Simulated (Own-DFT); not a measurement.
# Same atoms, different arrangement: In48P48, 96 atoms

These are calculations, not measurements. The program, named Own-DFT, is a retired in-house plane-wave density functional code that no person has reviewed. Each row is one single-point run on a periodic cell that was not relaxed, without spin or spin-orbit coupling.

Settings of every run: PBE; PseudoDojo norm-conserving scalar-relativistic files; cutoff 36 hartree; 2 x 3 x 3 k mesh centred on Gamma; Fermi-Dirac smearing of 0.1 eV.

Known limits, some of them of some rows only: not probed for a lower state with spin; forces on such cells failed a check on a denser k mesh; forces not confirmed at this smearing and k mesh; stress not checked against mesh or cutoff.

All cells hold the same atoms in the same cell, with vectors in Å (17.606, 0.000, 0.000); (0.000, 11.737, 0.000); (0.000, 0.000, 11.737). Every atom was moved at random from its ideal site; u is the rms move along one axis. The defect's site can differ from row to row. E is the free energy of the cell above the lowest run. The arrangements:

- A: zincblende InP
- B: zincblende InP, with one In on a P site and one P on an In site, 2.5 Å apart

| arrangement | u (Å) | E (eV) | P (GPa) |
|---|---|---|---|
| A | 0.0195 | 0.000 | 3.20 |
| A | 0.0200 | 0.037 | 3.21 |
| A | 0.0211 | 0.106 | 3.22 |
| A | 0.0512 | 3.253 | 3.61 |
| A | 0.0514 | 3.415 | 3.66 |
| A | 0.0547 | 3.809 | 3.69 |
| B | 0.0299 | 4.904 | 3.55 |
| B | 0.0300 | 4.915 | 3.55 |
| B | 0.0302 | 4.598 | 3.51 |
| B | 0.0472 | 6.733 | 3.77 |
| B | 0.0473 | 7.360 | 3.88 |
| B | 0.0526 | 7.501 | 3.90 |

Question: once the cost of the random moves is taken out, how do the arrangements rank?

## Worked answer

Fit E = a + b u², with one b for all and one a for each arrangement, and with residuals divided by u², since the noise grows with the moves. Then b = 1507 eV/Å², the scatter at u = 0.04 Å is 0.21 eV, and against A:

- B: 4.04 ± 0.08 eV (higher)

These are energies of unrelaxed cells. Relaxing the atoms lowers the strained arrangements most, so the gaps would shrink and small ones could change sign.
